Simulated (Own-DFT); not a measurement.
Simulation results for Al₃GaAs₄ (zincblende random alloy, atoms displaced)

Computed with Own-DFT development build. A calculation, not a measurement: plane-wave PBE density functional theory by an unreviewed code, no spin, of a simulated periodic cell, stress positive in tension, free energy of the whole cell less one offset for each atom, forces on such cells passed a denser k mesh, this cell's mesh not checked; offsets are fitted by least squares, one for each functional and potential file, so energies compare only between cells with the same atoms and settings and are not formation energies; the far tail of each file's local potential was reset to the Coulomb form; each entry is a single point on an unrelaxed cell, so the pressure reflects the starting lattice, mostly measured values, from which strain is counted, and rises with the displacements; printed positions are rounded, which can move forces by about a meV/angstrom; the program is a retired in-house code; no spin-orbit coupling; before rounding, a Quantum ESPRESSO 7.3.1 run of the same cell and cutoff gave forces within 1 meV/angstrom rms on each cell, which checks the program and not the settings.

```json
{"formula": "Al3GaAs4", "kind": "zincblende random alloy, atoms displaced", "structure": {"cell_angstrom": [[11.3183, 0.0, 0.0], [0.0, 11.3183, 0.0], [0.0, 0.0, 11.3183]], "atoms_fractional": [["Al", 0.99794, 0.00225, 0.00324], ["Al", 0.00508, 0.25059, 0.24467], ["Al", 0.25261, 7e-05, 0.25601], ["Al", 0.24473, 0.23671, 0.00495], ["As", 0.12536, 0.12601, 0.11826], ["As", 0.12623, 0.36238, 0.37247], ["As", 0.37012, 0.13658, 0.3753], ["As", 0.36981, 0.37512, 0.11452], ["Al", 0.00808, 0.00406, 0.50863], ["Al", 0.98487, 0.24688, 0.74332], ["Al", 0.2559, 0.99624, 0.74187], ["Al", 0.24054, 0.23705, 0.48835], ["As", 0.13139, 0.13493, 0.62088], ["As", 0.11721, 0.38919, 0.87847], ["As", 0.38079, 0.12009, 0.88042], ["As", 0.36477, 0.38442, 0.62663], ["Al", 0.99594, 0.49611, 0.99248], ["Al", 0.99654, 0.74056, 0.25517], ["Al", 0.24293, 0.50211, 0.24813], ["Al", 0.25422, 0.74623, 0.99764], ["As", 0.12868, 0.61823, 0.12162], ["As", 0.13263, 0.87273, 0.37273], ["As", 0.37946, 0.61963, 0.38344], ["As", 0.37943, 0.86892, 0.12246], ["Al", 0.00279, 0.50384, 0.50373], ["Al", 0.01609, 0.73298, 0.74788], ["Ga", 0.24697, 0.48419, 0.74281], ["Al", 0.25853, 0.75325, 0.50191], ["As", 0.12557, 0.62172, 0.61152], ["As", 0.12755, 0.87001, 0.86714], ["As", 0.38152, 0.63554, 0.87575], ["As", 0.37763, 0.86752, 0.62944], ["Ga", 0.50405, 0.99011, 0.99293], ["Ga", 0.50999, 0.2677, 0.24604], ["Al", 0.75204, 0.98966, 0.25669], ["Al", 0.74732, 0.24214, 0.00738], ["As", 0.62612, 0.12819, 0.13781], ["As", 0.63971, 0.37814, 0.3759], ["As", 0.86948, 0.13264, 0.36785], ["As", 0.86986, 0.36353, 0.13741], ["Al", 0.5091, 0.99583, 0.49523], ["Ga", 0.50309, 0.25041, 0.75442], ["Ga", 0.75273, 0.01604, 0.75811], ["Al", 0.74377, 0.25167, 0.50636], ["As", 0.61317, 0.11634, 0.62337], ["As", 0.62434, 0.37744, 0.8717], ["As", 0.87025, 0.11835, 0.87047], ["As", 0.88903, 0.37341, 0.62069], ["Al", 0.49166, 0.50112, 0.01346], ["Ga", 0.50067, 0.74265, 0.23686], ["Ga", 0.75044, 0.49804, 0.24088], ["Al", 0.74155, 0.76313, 0.9954], ["As", 0.6219, 0.62703, 0.12433], ["As", 0.62204, 0.87506, 0.37317], ["As", 0.88231, 0.61964, 0.36827], ["As", 0.87288, 0.87001, 0.12423], ["Al", 0.50302, 0.49268, 0.49472], ["Al", 0.50273, 0.73879, 0.7431], ["Ga", 0.75108, 0.50271, 0.73977], ["Al", 0.75373, 0.74964, 0.49703], ["As", 0.62032, 0.63406, 0.63193], ["As", 0.63033, 0.8775, 0.87374], ["As", 0.86065, 0.62592, 0.87089], ["As", 0.86107, 0.88006, 0.62694]]}, "settings": {"functional": "PBE", "potential_files": "PseudoDojo norm-conserving, scalar-relativistic, standard set", "wave_cutoff [hartree]": 42.0, "occupations": "Fermi-Dirac", "smearing_width [eV]": 0.1, "k_mesh": "3 x 3 x 3 centred on Gamma"}, "results": {"free_energy_of_cell_above_offsets [eV]": "-14.320", "pressure [GPa]": 4.07, "stress_xx [GPa]": -4.17, "stress_yy [GPa]": -3.91, "stress_zz [GPa]": -4.13, "stress_yz [GPa]": -0.42, "stress_xz [GPa]": 0.75, "stress_xy [GPa]": 0.22, "force_element": ["Al", "Al", "Al", "Al", "As", "As", "As", "As", "Al", "Al", "Al", "Al", "As", "As", "As", "As", "Al", "Al", "Al", "Al", "As", "As", "As", "As", "Al", "Al", "Ga", "Al", "As", "As", "As", "As", "Ga", "Ga", "Al", "Al", "As", "As", "As", "As", "Al", "Ga", "Ga", "Al", "As", "As", "As", "As", "Al", "Ga", "Ga", "Al", "As", "As", "As", "As", "Al", "Al", "Ga", "Al", "As", "As", "As", "As"], "force_x [eV/angstrom]": [0.127, -0.323, 0.442, 0.996, -0.725, -0.442, 2.132, -0.631, -1.182, 1.885, -0.303, 0.895, -0.861, 0.975, -0.82, 2.026, -1.787, 1.435, 1.003, -0.523, -1.087, -0.902, -0.437, -0.785, -0.038, -1.945, -0.969, -0.343, 1.348, -0.09, -0.476, 0.771, 0.032, -0.971, 0.145, -0.172, -0.219, -0.948, 0.757, 0.598, -2.037, -0.888, -1.943, 0.781, 1.153, 0.477, 1.736, -2.162, 0.776, -0.698, 0.07, 0.864, 1.283, 0.219, -1.421, 0.476, 0.157, -0.916, -0.181, -0.351, 1.808, -0.848, 1.291, 1.767], "force_y [eV/angstrom]": [-0.993, -0.708, 0.088, 1.659, -1.287, 1.766, -1.316, -0.546, -0.422, -0.231, 0.628, 2.012, -1.156, -2.947, 0.157, -2.769, 1.171, 1.153, -0.745, 0.475, 0.812, -0.1, 0.361, 0.84, -1.087, 0.979, 2.569, -0.41, 0.299, 0.549, -1.756, 0.695, 0.776, -0.393, 0.978, 0.577, -1.366, 0.307, -0.695, 0.775, -0.026, 0.2, -2.18, -0.782, 1.365, 0.169, 1.966, 0.687, 0.492, 0.522, 0.787, -1.488, -0.63, -1.37, -0.549, 0.116, 0.412, 2.178, -0.656, -0.019, -2.133, 0.223, 0.276, -0.264], "force_z [eV/angstrom]": [-0.787, 0.592, -0.866, -1.842, 1.495, -0.093, -0.919, 1.429, -0.89, 1.359, 0.754, 0.997, 1.811, -1.065, -0.674, -1.989, 1.629, -1.279, 0.794, 0.109, -0.357, 0.489, -1.337, 0.116, -1.655, 0.215, 1.643, -0.529, 0.798, 0.726, -0.101, -0.666, 1.288, 0.227, -0.374, -0.744, -0.762, 0.217, 0.933, -2.032, -0.178, -0.412, -2.024, 0.034, 0.711, 0.911, 2.148, -0.527, -2.038, 1.979, 0.379, 0.66, -0.8, -0.436, 1.193, 0.319, 1.043, 1.977, 0.235, -0.052, -2.852, -1.632, 0.535, 0.168]}}
```
